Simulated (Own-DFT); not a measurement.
AlN (wurtzite, atoms displaced) (calculated)

Computed with Own-DFT development build. A calculation, not a measurement: plane-wave PBE density functional theory by an unreviewed code, no spin, of a simulated periodic cell, stress positive in tension, free energy of the whole cell less one offset for each atom, forces on such cells passed a denser k mesh, this cell's mesh not checked; offsets are fitted by least squares, one for each functional and potential file, so energies compare only between cells with the same atoms and settings and are not formation energies; the far tail of each file's local potential was reset to the Coulomb form; each entry is a single point on an unrelaxed cell, so the pressure reflects the starting lattice, mostly measured values (interpolated for alloys), from which strain is counted, and rises with the displacements; printed positions are rounded, which can move forces by about a meV/angstrom; the program, named Own-DFT, is a retired in-house code; no spin-orbit coupling.

Settings shared by all entries: functional PBE; potential files PseudoDojo norm-conserving, scalar-relativistic, standard set; wave cutoff 42 hartree; occupations Fermi-Dirac; smearing width 0.1 eV; hardware one NVIDIA H100; k mesh 2 x 2 x 2 centred on Gamma.

(1) AlN (wurtzite, atoms displaced)

```cif
# cell vector a (Å): 12.4480 0.0000 0.0000
# cell vector b (Å): -6.2240 10.7803 0.0000
# cell vector c (Å): 0.0000 0.0000 9.9640
data_AlN
_symmetry_space_group_name_H-M 'P 1'
_symmetry_Int_Tables_number 1
_cell_length_a 12.4480
_cell_length_b 12.4480
_cell_length_c 9.9640
_cell_angle_alpha 90.000
_cell_angle_beta 90.000
_cell_angle_gamma 120.000
_cell_volume 1337.10
loop_
_atom_site_label
_atom_site_type_symbol
_atom_site_fract_x
_atom_site_fract_y
_atom_site_fract_z
_atom_site_occupancy
Al1 Al 0.09628 0.18384 0.00696 1
Al2 Al 0.15705 0.07795 0.23327 1
N1 N 0.07025 0.16465 0.19704 1
N2 N 0.16239 0.07589 0.43288 1
Al3 Al 0.08460 0.16652 0.51967 1
Al4 Al 0.17517 0.08300 0.76737 1
N3 N 0.10423 0.17662 0.68457 1
N4 N 0.16671 0.06932 0.93282 1
Al5 Al 0.08745 0.43511 0.99700 1
Al6 Al 0.16856 0.32590 0.24771 1
N5 N 0.07100 0.40119 0.17195 1
N6 N 0.17660 0.32865 0.44905 1
Al7 Al 0.08845 0.41561 0.50566 1
Al8 Al 0.17605 0.34330 0.76903 1
N7 N 0.08475 0.41645 0.69607 1
N8 N 0.16772 0.33960 0.93005 1
Al9 Al 0.08644 0.66647 0.00375 1
Al10 Al 0.17489 0.59245 0.24099 1
N9 N 0.07256 0.66645 0.20079 1
N10 N 0.15289 0.57035 0.43212 1
Al11 Al 0.07744 0.66991 0.49763 1
Al12 Al 0.16577 0.58113 0.74426 1
N11 N 0.07732 0.65320 0.69517 1
N12 N 0.15694 0.57777 0.93566 1
Al13 Al 0.07426 0.91989 0.98494 1
Al14 Al 0.15187 0.82137 0.25544 1
N13 N 0.08570 0.91720 0.17660 1
N14 N 0.17169 0.83368 0.43334 1
Al15 Al 0.07105 0.90962 0.49704 1
Al16 Al 0.16369 0.82628 0.74186 1
N15 N 0.07725 0.92915 0.69582 1
N16 N 0.16620 0.83384 0.95102 1
Al17 Al 0.33956 0.15877 0.99452 1
Al18 Al 0.41723 0.07431 0.24515 1
N17 N 0.33526 0.16113 0.18610 1
N18 N 0.41673 0.09488 0.45751 1
Al19 Al 0.33717 0.16543 0.49244 1
Al20 Al 0.42470 0.09783 0.74049 1
N19 N 0.32675 0.16342 0.69165 1
N20 N 0.40754 0.07533 0.92698 1
Al21 Al 0.33433 0.41859 0.99091 1
Al22 Al 0.42160 0.35717 0.23998 1
N21 N 0.33676 0.42093 0.19142 1
N22 N 0.42532 0.34172 0.45177 1
Al23 Al 0.33733 0.42788 0.48280 1
Al24 Al 0.41789 0.32926 0.75692 1
N23 N 0.34153 0.42299 0.68525 1
N24 N 0.40618 0.32286 0.95268 1
Al25 Al 0.34591 0.66469 0.98652 1
Al26 Al 0.41419 0.57443 0.24594 1
N25 N 0.32283 0.64900 0.19304 1
N26 N 0.42590 0.59460 0.44780 1
Al27 Al 0.34834 0.67512 0.49421 1
Al28 Al 0.41877 0.57837 0.75625 1
N27 N 0.33425 0.66144 0.68495 1
N28 N 0.42557 0.58227 0.96182 1
Al29 Al 0.31753 0.91537 0.00034 1
Al30 Al 0.40846 0.82634 0.24836 1
N29 N 0.31478 0.90922 0.18698 1
N30 N 0.41733 0.84334 0.43004 1
Al31 Al 0.31458 0.92215 0.51110 1
Al32 Al 0.41977 0.84354 0.74540 1
N31 N 0.32874 0.90558 0.68336 1
N32 N 0.42895 0.85070 0.94498 1
Al33 Al 0.58319 0.16901 0.97988 1
Al34 Al 0.67255 0.09031 0.25733 1
N33 N 0.57792 0.17241 0.19424 1
N34 N 0.66095 0.07686 0.44123 1
Al35 Al 0.58230 0.17609 0.50182 1
Al36 Al 0.66338 0.08002 0.75292 1
N35 N 0.59214 0.17568 0.69196 1
N36 N 0.66759 0.07991 0.94797 1
Al37 Al 0.59127 0.42469 0.99633 1
Al38 Al 0.65894 0.31845 0.24139 1
N37 N 0.59845 0.41495 0.20902 1
N38 N 0.67116 0.31823 0.43469 1
Al39 Al 0.56958 0.39976 0.48643 1
Al40 Al 0.66835 0.33309 0.74366 1
N39 N 0.58069 0.41185 0.71189 1
N40 N 0.66912 0.35070 0.94729 1
Al41 Al 0.59450 0.66772 0.99347 1
Al42 Al 0.66594 0.58326 0.25357 1
N41 N 0.57164 0.64313 0.18291 1
N42 N 0.66837 0.58201 0.42002 1
Al43 Al 0.56194 0.64855 0.49644 1
Al44 Al 0.65691 0.56344 0.73247 1
N43 N 0.58498 0.69090 0.69241 1
N44 N 0.66309 0.57348 0.94514 1
Al45 Al 0.57164 0.89904 0.01035 1
Al46 Al 0.65964 0.83358 0.23856 1
N45 N 0.56530 0.91551 0.19444 1
N46 N 0.68952 0.85708 0.43748 1
Al47 Al 0.56972 0.90510 0.50665 1
Al48 Al 0.65814 0.82790 0.73919 1
N47 N 0.59882 0.91299 0.69880 1
N48 N 0.68448 0.83174 0.94403 1
Al49 Al 0.84214 0.17025 0.98637 1
Al50 Al 0.92036 0.09261 0.23832 1
N49 N 0.81225 0.15571 0.17996 1
N50 N 0.90812 0.08325 0.44741 1
Al51 Al 0.81548 0.16562 0.50431 1
Al52 Al 0.90332 0.07196 0.74041 1
N51 N 0.83476 0.15653 0.69665 1
N52 N 0.91790 0.08526 0.93050 1
Al53 Al 0.83406 0.40285 0.99019 1
Al54 Al 0.89674 0.31853 0.25355 1
N53 N 0.83560 0.42239 0.20127 1
N54 N 0.92517 0.32800 0.43302 1
Al55 Al 0.83062 0.41708 0.49111 1
Al56 Al 0.91045 0.32877 0.74418 1
N55 N 0.82475 0.41551 0.70410 1
N56 N 0.90876 0.32408 0.94596 1
Al57 Al 0.83690 0.67935 0.00839 1
Al58 Al 0.91963 0.57266 0.23997 1
N57 N 0.82758 0.66194 0.20773 1
N58 N 0.91409 0.57166 0.45487 1
Al59 Al 0.84183 0.68404 0.51690 1
Al60 Al 0.90755 0.57759 0.75420 1
N59 N 0.81485 0.66063 0.69429 1
N60 N 0.91893 0.60514 0.94067 1
Al61 Al 0.83343 0.92108 0.97893 1
Al62 Al 0.90500 0.82695 0.23090 1
N61 N 0.83205 0.92259 0.17727 1
N62 N 0.92461 0.84594 0.44471 1
Al63 Al 0.83901 0.91741 0.50560 1
Al64 Al 0.93685 0.84861 0.76384 1
N63 N 0.84027 0.92727 0.67081 1
N64 N 0.93181 0.83411 0.92504 1
```

- free energy of cell above offsets: -20.478 eV
- pressure: 12.64 GPa
- stress xx: -13.45 GPa
- stress yy: -15.41 GPa
- stress zz: -9.06 GPa
- stress yz: -0.34 GPa
- stress xz: -1.03 GPa
- stress xy: -3.53 GPa
- wall time: 415.2 s

Force:
```
element  x (eV/Å)  y (eV/Å)  z (eV/Å)
     Al    -1.008    -2.754    -1.753
     Al     1.825     0.204     2.425
      N     5.156     2.005    -3.183
      N     0.462     0.781     0.119
     Al    -0.413    -1.169    -5.859
     Al    -2.267     1.677    -6.027
      N     -0.91    -0.139      6.64
      N    -0.689     4.688     4.984
     Al     0.058    -6.598     0.908
     Al     -2.26     1.645     1.616
      N     0.742     0.943     2.735
      N     -1.88     0.912    -2.188
     Al     0.084    -1.037     -0.93
     Al     0.181    -1.703    -9.775
      N    -0.509    -0.703    -0.056
      N     0.381     0.684     7.819
     Al    -2.231     1.057    -0.411
     Al    -4.313    -4.228     2.407
      N     3.874    -0.409    -2.426
      N     1.466     2.727     0.395
     Al     2.001     -2.24     0.295
     Al     0.614     0.062    -0.129
      N    -1.554      2.38    -1.182
      N     1.909     5.126    -1.126
     Al     5.209     -0.93     4.237
     Al    -0.302     3.364    -2.126
      N    -2.037    -1.625     0.463
      N    -3.192    -1.292     2.019
     Al     3.624     4.077     0.908
     Al    -0.939    -0.016     2.164
      N     5.768     -0.95     -2.81
      N    -1.939    -1.745    -3.222
     Al    -2.326     0.288     1.983
     Al    -1.867     0.586     0.815
      N    -1.275     1.004     0.238
      N     3.947    -3.551    -1.998
     Al    -6.547     2.077     0.956
     Al    -0.573    -2.129     0.104
      N     2.129     1.279    -0.595
      N     2.478     0.652    -0.187
     Al     0.293     -1.18     1.421
     Al      6.22    -4.998     1.446
      N    -3.509    -1.426    -1.568
      N    -6.449    -2.887    -3.036
     Al     0.909    -2.021     3.178
     Al    -2.101    -0.275    -0.518
      N     0.339    -0.462     1.306
      N     0.896     1.759    -1.286
     Al    -3.427     1.484     1.522
     Al    -0.782     3.021     0.398
      N      3.28     3.451    -2.061
      N    -6.898    -4.659    -5.213
     Al    -4.203     -0.07     0.515
     Al    -0.058     1.806    -0.779
      N    -0.276     1.205     1.448
      N    -0.273     0.256    -3.529
     Al     3.411     0.995     0.662
     Al    -1.717     0.017    -0.677
      N     2.121    -0.149     0.983
      N    -0.939    -1.568     2.282
     Al     3.772      1.32    -2.705
     Al     2.158    -2.136     1.386
      N    -1.095      1.97     1.729
      N    -3.458    -4.084     -2.29
     Al     0.159    -0.353     2.177
     Al    -3.847    -3.016    -0.153
      N     1.471    -5.604    -2.532
      N    -2.364     0.298     1.155
     Al      1.47    -4.613     0.296
     Al     1.535    -0.057     0.779
      N    -0.273    -2.166     0.026
      N    -0.697    -0.041    -1.535
     Al    -2.314    -2.604     3.315
     Al     1.581     4.917     1.849
      N    -4.517     1.211    -2.384
      N    -1.744      3.81    -0.054
     Al     7.238     4.839     0.774
     Al    -1.325     0.828     2.555
      N    -0.092    -4.293    -3.393
      N     3.322    -4.409    -1.973
     Al     0.353     -0.71     0.904
     Al     0.717    -1.216    -3.566
      N     -0.31     3.284     0.236
      N     -1.06    -0.257      8.61
     Al     11.06     6.486     2.888
     Al    -1.472     6.265     2.921
      N     0.535       -13    -3.288
      N     0.116     4.522    -1.978
     Al     3.451     4.127    -0.026
     Al     1.057     0.374     1.942
      N     2.828    -0.117    -0.539
      N    -4.243    -4.102    -1.563
     Al     3.275     2.257    -1.448
     Al     7.034     6.255     4.453
      N     -8.44     3.933     -2.18
      N     -5.97    -2.599    -1.805
     Al      -1.7    -3.329     1.802
     Al      -4.8    -3.487     3.483
      N     4.168     2.293      -0.7
      N     1.198     1.522     -1.09
     Al     4.178    -0.486     -0.19
     Al     3.915     2.599     1.038
      N     -4.54     3.153    -1.077
      N     1.733     0.538     0.365
     Al    -3.469     3.555     2.193
     Al     2.268     1.503     -1.65
      N    -0.133    -5.399    -2.572
      N    -2.202      0.02     2.378
     Al     1.545    -2.179     1.108
     Al     1.079    -0.054     0.645
      N     2.691    -0.248    -2.009
      N     2.313     2.802    -2.935
     Al    -0.325    -2.189    -0.441
     Al    -3.738     2.367     3.182
      N     1.574     0.786    -2.833
      N     -1.43     4.362    -1.556
     Al    -0.661    -2.423    -3.153
     Al    -0.299     1.753     0.126
      N     3.049     1.732     0.439
      N     2.383     -2.86     0.466
     Al     3.935     2.358     2.843
     Al     0.945      2.64     2.288
      N      0.27    -0.893    -0.472
      N    -2.086    -3.954    -2.357
     Al    -0.438     1.895    -4.693
     Al    -5.765    -3.065    -6.531
      N     0.414    -3.933     7.024
      N    -5.702     -1.99      5.55
```

(2) AlN (wurtzite, atoms displaced)

```cif
# cell vector a (Å): 12.4480 0.0000 0.0000
# cell vector b (Å): -6.2240 10.7803 0.0000
# cell vector c (Å): 0.0000 0.0000 9.9640
data_AlN
_symmetry_space_group_name_H-M 'P 1'
_symmetry_Int_Tables_number 1
_cell_length_a 12.4480
_cell_length_b 12.4480
_cell_length_c 9.9640
_cell_angle_alpha 90.000
_cell_angle_beta 90.000
_cell_angle_gamma 120.000
_cell_volume 1337.10
loop_
_atom_site_label
_atom_site_type_symbol
_atom_site_fract_x
_atom_site_fract_y
_atom_site_fract_z
_atom_site_occupancy
Al1 Al 0.07374 0.16175 0.00624 1
Al2 Al 0.16072 0.09047 0.25158 1
N1 N 0.08795 0.18023 0.20466 1
N2 N 0.16702 0.08516 0.43160 1
Al3 Al 0.09164 0.17477 0.50070 1
Al4 Al 0.18279 0.08566 0.74871 1
N3 N 0.08106 0.16697 0.68086 1
N4 N 0.16413 0.07474 0.93863 1
Al5 Al 0.09200 0.41658 0.99722 1
Al6 Al 0.16107 0.32855 0.26044 1
N5 N 0.08346 0.41057 0.19889 1
N6 N 0.15838 0.33632 0.45319 1
Al7 Al 0.08950 0.41901 0.49949 1
Al8 Al 0.15179 0.33097 0.74070 1
N7 N 0.07708 0.40529 0.67230 1
N8 N 0.16829 0.32735 0.93774 1
Al9 Al 0.07655 0.65452 0.98541 1
Al10 Al 0.16691 0.57662 0.26019 1
N9 N 0.06874 0.65920 0.19463 1
N10 N 0.16886 0.59032 0.43926 1
Al11 Al 0.08890 0.66715 0.50335 1
Al12 Al 0.13923 0.57515 0.74962 1
N11 N 0.08484 0.65567 0.68721 1
N12 N 0.19008 0.58971 0.94608 1
Al13 Al 0.08864 0.92029 0.00453 1
Al14 Al 0.16732 0.82924 0.24787 1
N13 N 0.09124 0.91771 0.16752 1
N14 N 0.16475 0.83188 0.44151 1
Al15 Al 0.07557 0.90254 0.48813 1
Al16 Al 0.17418 0.83396 0.75284 1
N15 N 0.06976 0.92123 0.69099 1
N16 N 0.16584 0.83078 0.94128 1
Al17 Al 0.33521 0.16036 0.98406 1
Al18 Al 0.41249 0.08598 0.26396 1
N17 N 0.32603 0.15449 0.18530 1
N18 N 0.40674 0.07577 0.43140 1
Al19 Al 0.31986 0.15998 0.49453 1
Al20 Al 0.41318 0.08819 0.75003 1
N19 N 0.33771 0.17290 0.70116 1
N20 N 0.41178 0.07871 0.94619 1
Al21 Al 0.34219 0.42704 0.99629 1
Al22 Al 0.41394 0.33809 0.24277 1
N21 N 0.31428 0.42266 0.20377 1
N22 N 0.41496 0.33150 0.44215 1
Al23 Al 0.33295 0.41898 0.52891 1
Al24 Al 0.41313 0.33920 0.77598 1
N23 N 0.32341 0.40742 0.68459 1
N24 N 0.41585 0.33721 0.94699 1
Al25 Al 0.33164 0.66955 0.00117 1
Al26 Al 0.42776 0.58662 0.23816 1
N25 N 0.33275 0.66061 0.18983 1
N26 N 0.41443 0.57369 0.43675 1
Al27 Al 0.33151 0.66821 0.50336 1
Al28 Al 0.41668 0.58274 0.75185 1
N27 N 0.32854 0.65972 0.69530 1
N28 N 0.40499 0.58347 0.94199 1
Al29 Al 0.33410 0.92176 0.99425 1
Al30 Al 0.39621 0.83022 0.25170 1
N29 N 0.32781 0.90037 0.18602 1
N30 N 0.41904 0.82244 0.45616 1
Al31 Al 0.32658 0.90452 0.49438 1
Al32 Al 0.41797 0.83192 0.74571 1
N31 N 0.33550 0.90893 0.68799 1
N32 N 0.41261 0.83615 0.95543 1
Al33 Al 0.57889 0.17326 0.99193 1
Al34 Al 0.66521 0.06816 0.23222 1
N33 N 0.57360 0.15355 0.17809 1
N34 N 0.68398 0.08950 0.44060 1
Al35 Al 0.58772 0.16576 0.51226 1
Al36 Al 0.65180 0.07683 0.74749 1
N35 N 0.57915 0.16509 0.69273 1
N36 N 0.65960 0.07410 0.95263 1
Al37 Al 0.57164 0.40661 0.99857 1
Al38 Al 0.66495 0.34528 0.24779 1
N37 N 0.57451 0.41594 0.18167 1
N38 N 0.68283 0.34879 0.45122 1
Al39 Al 0.57800 0.40810 0.51162 1
Al40 Al 0.66410 0.34299 0.74388 1
N39 N 0.57348 0.41665 0.69614 1
N40 N 0.66306 0.33380 0.93992 1
Al41 Al 0.58790 0.67254 0.00775 1
Al42 Al 0.69094 0.59389 0.25027 1
N41 N 0.56537 0.66856 0.17991 1
N42 N 0.65975 0.58159 0.44512 1
Al43 Al 0.59199 0.65726 0.51041 1
Al44 Al 0.67107 0.57160 0.74859 1
N43 N 0.57957 0.67978 0.68475 1
N44 N 0.66835 0.58146 0.93445 1
Al45 Al 0.59453 0.91204 0.98464 1
Al46 Al 0.67002 0.84930 0.23615 1
N45 N 0.58669 0.91317 0.19929 1
N46 N 0.68462 0.83506 0.44157 1
Al47 Al 0.58065 0.92876 0.48253 1
Al48 Al 0.66333 0.83807 0.75024 1
N47 N 0.56892 0.92025 0.69556 1
N48 N 0.66405 0.82792 0.93675 1
Al49 Al 0.82795 0.16649 0.99909 1
Al50 Al 0.91166 0.08196 0.25996 1
N49 N 0.83527 0.16639 0.19027 1
N50 N 0.92367 0.08209 0.43846 1
Al51 Al 0.84447 0.16835 0.49500 1
Al52 Al 0.91148 0.06250 0.75676 1
N51 N 0.81895 0.14968 0.67766 1
N52 N 0.90349 0.07056 0.93565 1
Al53 Al 0.82329 0.40553 0.00532 1
Al54 Al 0.92017 0.35214 0.26320 1
N53 N 0.82611 0.41590 0.19335 1
N54 N 0.92333 0.33827 0.45345 1
Al55 Al 0.82821 0.40893 0.50381 1
Al56 Al 0.90039 0.33064 0.74313 1
N55 N 0.82823 0.41368 0.70054 1
N56 N 0.91606 0.34156 0.94675 1
Al57 Al 0.83973 0.67176 0.99954 1
Al58 Al 0.91517 0.57381 0.24715 1
N57 N 0.83155 0.66752 0.18019 1
N58 N 0.92303 0.58156 0.45318 1
Al59 Al 0.84009 0.67722 0.50831 1
Al60 Al 0.91347 0.57862 0.74134 1
N59 N 0.82075 0.66544 0.67773 1
N60 N 0.91281 0.57839 0.92952 1
Al61 Al 0.84665 0.93115 0.01712 1
Al62 Al 0.90644 0.82589 0.24442 1
N61 N 0.84601 0.93176 0.19755 1
N62 N 0.91861 0.83351 0.43097 1
Al63 Al 0.84660 0.91415 0.50854 1
Al64 Al 0.92472 0.82098 0.75312 1
N63 N 0.83312 0.92283 0.67815 1
N64 N 0.92509 0.82869 0.93695 1
```

- free energy of cell above offsets: -29.088 eV
- pressure: 10.88 GPa
- stress xx: -10.86 GPa
- stress yy: -9.86 GPa
- stress zz: -11.93 GPa
- stress yz: 0.96 GPa
- stress xz: -0.04 GPa
- stress xy: -0.65 GPa
- wall time: 403.1 s

Force:
```
element  x (eV/Å)  y (eV/Å)  z (eV/Å)
     Al      1.43     1.048    -0.499
     Al     2.024    -1.332    -1.969
      N    -0.883    -4.828    -2.978
      N    -1.047    -1.857      1.58
     Al    -1.264    -1.568    -0.595
     Al    -5.469    -1.108     0.529
      N     0.896    -1.097      2.65
      N    -0.456     2.356    -0.572
     Al    -0.363     0.164     1.351
     Al    -0.645     3.097     1.778
      N    -2.197     1.087    -0.807
      N     3.936    -0.976    -1.605
     Al    -2.196     1.878     -1.41
     Al     2.697    -1.519     1.515
      N    -3.677     2.326     4.622
      N    -0.745     0.026    -0.421
     Al     1.203     1.524      2.31
     Al     0.396       0.7    -2.676
      N     2.811     0.714    -1.448
      N     0.465    -0.856     1.197
     Al    -0.812    -0.483    -1.147
     Al     10.29    -3.918     2.653
      N    -6.999     5.059    -1.179
      N    -8.923    -4.771    -3.178
     Al     0.257    -1.584    -5.651
     Al    -1.364    -0.313    -1.202
      N    -1.568    -0.327       8.9
      N     0.504    -0.851    -0.578
     Al    -0.074     3.392     1.609
     Al    -1.061    -0.335    -0.134
      N     4.927     0.107    -2.328
      N     0.151    -0.514    -0.895
     Al     -3.13     0.631     3.438
     Al     1.042    -0.481    -6.113
      N    -0.521     2.226    -0.279
      N     1.151     0.087     5.926
     Al     2.479     1.961     0.411
     Al     1.786    -2.116      0.01
      N     0.908     0.916    -1.384
      N      1.14     1.589    -3.025
     Al    -3.092    -1.543      2.32
     Al    -1.856    -1.121     1.511
      N     4.917     -0.62    -3.059
      N     0.133    -0.726     0.183
     Al     0.346     0.828    -12.44
     Al    -0.932    -0.353    -5.723
      N     0.764     0.261     11.12
      N    -0.425    -1.648     1.713
     Al     3.976     3.422     2.422
     Al    -6.719    -3.433     4.996
      N    -1.405     1.187     0.961
      N     0.115     1.161     1.299
     Al     2.514    -3.485     0.773
     Al    -0.991      0.49    -0.425
      N     -1.37     0.252    -0.371
      N     3.361     0.552    -0.892
     Al     0.398    -2.656     1.684
     Al     7.322    -3.727     1.108
      N    -4.736     4.168    -0.553
      N    -2.664     3.223     -3.11
     Al      1.05     1.517       1.1
     Al     -1.71    -2.969     2.167
      N    -2.422     2.006    -0.332
      N     2.237     0.169    -2.321
     Al     1.453    -2.702     1.513
     Al    -1.476     5.032     1.417
      N    -0.035      1.83      2.09
      N    -3.547     0.176    -1.419
     Al     0.201    -0.008    -3.251
     Al     2.615     1.033      1.05
      N    -1.223     1.588     0.941
      N    -0.311     2.625    -2.046
     Al     2.167     3.103     0.218
     Al    -0.196    -3.224     0.871
      N     1.425     1.431     1.331
      N    -5.086    -3.824    -1.901
     Al    -1.074     1.044    -2.262
     Al     0.595     -2.21     1.328
      N     0.417    -1.307     0.065
      N    -0.479     0.113    -0.948
     Al    -0.295    -1.912    -3.292
     Al     -7.02    -3.429     2.046
      N     8.324     4.414    -0.086
      N     5.537    -2.106    -2.109
     Al    -5.772     3.624    -1.767
     Al    -3.356     3.048     1.252
      N     1.359    -2.413     2.347
      N    -0.179    -0.193     1.171
     Al    -4.932     -0.06     2.368
     Al     4.536    -4.759     4.279
      N    -5.086    -0.418    -2.515
      N    -1.921     -0.39    -1.143
     Al     3.873    -2.013      1.87
     Al     0.636     0.413    -1.982
      N     3.602    -0.052    -1.469
      N     2.882     0.618     0.382
     Al     0.521      0.36     0.234
     Al     0.671     3.369     0.129
      N    -0.388     0.709    -0.082
      N     0.293     0.222     1.143
     Al     0.475    -0.588     0.586
     Al    -0.227     4.534     -2.17
      N    -0.015     1.801     3.093
      N     0.609     3.617     1.173
     Al    -0.087     1.995    -0.852
     Al     1.868    -3.167    -0.773
      N    -0.079    -0.227    -0.482
      N     -1.34    -0.049    -1.528
     Al     4.138     3.102     1.507
     Al     4.081    -2.987     0.743
      N    -1.951     1.028    -2.015
      N     1.535    -1.471    -1.397
     Al    -0.378    -1.682     -1.88
     Al    -1.391     1.891     2.066
      N     3.189      0.79     0.398
      N    -1.733     0.144    -0.965
     Al    -0.053      -2.4    -4.387
     Al    -0.427      0.82    -0.007
      N     3.048     0.036     3.623
      N    -0.273    -0.289     0.757
     Al     0.063    -4.321    -2.089
     Al     2.004     2.334    -0.116
      N    -0.201    -3.478    -1.444
      N     0.679    -1.294    -0.258
     Al    -2.834     1.481    -3.261
     Al    -4.084      0.63     0.657
      N      0.42     -4.24     3.646
      N    -1.675     1.248     1.068
```
